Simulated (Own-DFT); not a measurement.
AlGa3N4 (wurtzite random alloy, strained, atoms displaced) (calculated)

A calculation, not a measurement: plane-wave PBE density functional theory by an unreviewed code, no spin, of a simulated periodic cell, stress positive in tension, free energy of the whole cell less one offset for each atom, forces on such cells passed a denser k mesh, this cell's mesh not checked; offsets are fitted by least squares, one for each functional and potential file, so energies compare only between cells with the same atoms and settings and are not formation energies; the far tail of each file's local potential was reset to the Coulomb form; each entry is a single point on an unrelaxed cell, so the pressure reflects the starting lattice, mostly measured values, from which strain is counted, and rises with the displacements; printed positions are rounded, which can move forces by about a meV/angstrom; the program is a retired in-house code; no spin-orbit coupling. Program: Own-DFT development build.

## AlGa3N4 (wurtzite random alloy, strained, atoms displaced)

```cif
# cell vector a (Å): 9.5330 0.0000 0.0000
# cell vector b (Å): -4.7665 8.2558 0.0000
# cell vector c (Å): 0.0000 0.0000 10.2685
data_AlGa3N4
_symmetry_space_group_name_H-M 'P 1'
_symmetry_Int_Tables_number 1
_cell_length_a 9.5330
_cell_length_b 9.5330
_cell_length_c 10.2685
_cell_angle_alpha 90.000
_cell_angle_beta 90.000
_cell_angle_gamma 120.000
_cell_volume 808.16
loop_
_atom_site_label
_atom_site_type_symbol
_atom_site_fract_x
_atom_site_fract_y
_atom_site_fract_z
_atom_site_occupancy
Al1 Al 0.09778 0.21461 0.00246 1
Ga1 Ga 0.22597 0.11445 0.24650 1
N1 N 0.11927 0.23283 0.18023 1
N2 N 0.21524 0.10068 0.43646 1
Ga2 Ga 0.11560 0.20940 0.49734 1
Ga3 Ga 0.21329 0.09878 0.75623 1
N3 N 0.11260 0.23364 0.68789 1
N4 N 0.21425 0.10023 0.93861 1
Ga4 Ga 0.10988 0.55770 0.00135 1
Ga5 Ga 0.21854 0.43260 0.25449 1
N5 N 0.10922 0.55825 0.18537 1
N6 N 0.21804 0.43635 0.43594 1
Al2 Al 0.11306 0.54726 0.49592 1
Ga6 Ga 0.21919 0.43802 0.74850 1
N7 N 0.10483 0.55812 0.68727 1
N8 N 0.21734 0.44587 0.94043 1
Ga7 Ga 0.10728 0.88094 0.00610 1
Ga8 Ga 0.22176 0.77820 0.25267 1
N9 N 0.10891 0.88607 0.19444 1
N10 N 0.22256 0.78212 0.43339 1
Ga9 Ga 0.11804 0.89530 0.49793 1
Ga10 Ga 0.21737 0.77862 0.75379 1
N11 N 0.11895 0.89094 0.69212 1
N12 N 0.21635 0.77451 0.93557 1
Al3 Al 0.44023 0.22216 0.00307 1
Ga11 Ga 0.56356 0.11755 0.25263 1
N13 N 0.44214 0.22272 0.19266 1
N14 N 0.56215 0.10522 0.43771 1
Ga12 Ga 0.44140 0.22382 0.50058 1
Al4 Al 0.55864 0.10371 0.75541 1
N15 N 0.44043 0.21603 0.68872 1
N16 N 0.55534 0.10882 0.93781 1
Ga13 Ga 0.44682 0.55528 0.99709 1
Ga14 Ga 0.55511 0.45207 0.25118 1
N17 N 0.44248 0.56672 0.19631 1
N18 N 0.55987 0.45191 0.44060 1
Ga15 Ga 0.44989 0.55779 0.50520 1
Al5 Al 0.55871 0.43877 0.75061 1
N19 N 0.44125 0.55456 0.70032 1
N20 N 0.55145 0.44204 0.93680 1
Al6 Al 0.44373 0.87993 0.00409 1
Ga16 Ga 0.55030 0.77461 0.24617 1
N21 N 0.44212 0.88108 0.18455 1
N22 N 0.55339 0.77426 0.44342 1
Ga17 Ga 0.45050 0.89493 0.50266 1
Ga18 Ga 0.55377 0.76950 0.74453 1
N23 N 0.44726 0.88217 0.69341 1
N24 N 0.56625 0.78706 0.93155 1
Ga19 Ga 0.77920 0.22688 0.00242 1
Ga20 Ga 0.89459 0.10700 0.24837 1
N25 N 0.77073 0.21645 0.18881 1
N26 N 0.89108 0.12165 0.44245 1
Ga21 Ga 0.77397 0.22894 0.50676 1
Al7 Al 0.88662 0.10101 0.74585 1
N27 N 0.77315 0.22888 0.69866 1
N28 N 0.88055 0.10336 0.93818 1
Ga22 Ga 0.77448 0.55767 0.99690 1
Ga23 Ga 0.88147 0.44190 0.25461 1
N29 N 0.77931 0.55408 0.18415 1
N30 N 0.88964 0.45297 0.43674 1
Ga24 Ga 0.79039 0.57004 0.50177 1
Ga25 Ga 0.88735 0.44530 0.75345 1
N31 N 0.77497 0.55101 0.68592 1
N32 N 0.89092 0.43695 0.94354 1
Al8 Al 0.77400 0.88705 0.99820 1
Ga26 Ga 0.89873 0.77846 0.25512 1
N33 N 0.77340 0.88272 0.18909 1
N34 N 0.89113 0.77640 0.43823 1
Al9 Al 0.77480 0.88646 0.49970 1
Ga27 Ga 0.88362 0.77730 0.75426 1
N35 N 0.77452 0.88660 0.68959 1
N36 N 0.89282 0.78886 0.94250 1
```

- functional: PBE
- potential files: PseudoDojo norm-conserving, scalar-relativistic, standard set with the stringent files for Ga
- wave cutoff: 96 hartree
- occupations: Gaussian
- smearing width: 0.01 eV
- k mesh: 4 x 4 x 3 centred on Gamma
- free energy of cell above offsets: -10.085 eV
- pressure: 5.68 GPa
- stress xx: -3.48 GPa
- stress yy: -6.33 GPa
- stress zz: -7.24 GPa
- stress yz: -0.26 GPa
- stress xz: 0.34 GPa
- stress xy: -0.31 GPa

Force:
| element | x (eV/Å) | y (eV/Å) | z (eV/Å) |
| --- | --- | --- | --- |
| Al | 0.792 | 0.74 | -1.898 |
| Ga | -0.556 | -0.718 | -0.029 |
| N | -0.139 | -2.588 | 0.353 |
| N | 1.238 | 1.829 | -0.925 |
| Ga | -2.237 | 1.694 | 1.018 |
| Ga | 0.167 | 2.217 | -0.588 |
| N | -0.06 | -3.955 | -0.289 |
| N | -0.125 | 1.804 | 1.933 |
| Ga | 0.377 | -0.305 | -0.058 |
| Ga | -0.883 | 2.904 | -0.881 |
| N | 0.116 | -0.789 | 1.481 |
| N | 0.3 | 0.421 | 1.516 |
| Al | -0.93 | 1.13 | 0.51 |
| Ga | -1.047 | 2.142 | 1.185 |
| N | 1 | -0.322 | -1.108 |
| N | 0.926 | -1.362 | 0.129 |
| Ga | 0.368 | 0.582 | -0.209 |
| Ga | 0.693 | -0.515 | -0.907 |
| N | 0.611 | 1.182 | -0.758 |
| N | 0.903 | -1.226 | 1.935 |
| Ga | 0.132 | -2.373 | 1.152 |
| Ga | 1.572 | -0.763 | -0.852 |
| N | -2.071 | -0.837 | -1.338 |
| N | 1.227 | 0.729 | 1.553 |
| Al | 0.518 | -0.792 | -0.716 |
| Ga | -1.091 | -1.665 | -0.497 |
| N | 0.655 | 0.626 | -1.08 |
| N | -1.592 | 1.39 | 0.237 |
| Ga | 0.927 | -0.057 | -0.001 |
| Al | -1.124 | 0.114 | -0.295 |
| N | 0.678 | 0.359 | 0.785 |
| N | -1.251 | -0.365 | 0.889 |
| Ga | -1.289 | 0.552 | 0.318 |
| Ga | 0.306 | 0.085 | -0.167 |
| N | 0.777 | -2.987 | -1.713 |
| N | 0.468 | -0.825 | 0.064 |
| Ga | -1.031 | -0.512 | 0.168 |
| Al | -1.052 | -0.288 | -0.439 |
| N | 1.725 | -1.723 | -1.399 |
| N | 0.581 | -0.909 | -0.185 |
| Al | -0.43 | 0.927 | -1.499 |
| Ga | 0.473 | 1.754 | 1.607 |
| N | -0.724 | 1.336 | 0.069 |
| N | 0.791 | 0.971 | -0.254 |
| Ga | -0.516 | -1.565 | 0.28 |
| Ga | -0.42 | 0.951 | 0.959 |
| N | -1.051 | 1.423 | -0.324 |
| N | -0.862 | -0.955 | 1.579 |
| Ga | -0.243 | -1.739 | -0.296 |
| Ga | -1.209 | 0.231 | 0.349 |
| N | 1.758 | 0.88 | 0.202 |
| N | 0.497 | -1.972 | -0.063 |
| Ga | 0.936 | 0.415 | 0.096 |
| Al | -0.742 | 1.932 | 0.692 |
| N | 1.179 | -2.155 | -0.796 |
| N | 1.024 | 0.301 | -0.337 |
| Ga | 0.87 | -0.191 | 0.171 |
| Ga | 1.059 | 0.052 | -1.376 |
| N | -0.888 | 0.369 | 0.64 |
| N | 1.1 | -0.491 | 1.18 |
| Ga | -0.484 | -1.949 | 0.051 |
| Ga | 0.568 | 0.295 | 0.266 |
| N | -0.922 | 0.637 | 1.393 |
| N | -1.454 | 1.865 | -0.826 |
| Al | 0.165 | 0.512 | 0.667 |
| Ga | -1.909 | -0.871 | -0.996 |
| N | 0.847 | 0.427 | -0.63 |
| N | -1.06 | 2.28 | 0.836 |
| Al | 0.044 | 0.599 | -0.41 |
| Ga | 1.05 | -0.186 | -0.441 |
| N | 0.75 | 0.643 | -1.436 |
| N | -0.772 | -1.349 | -0.245 |
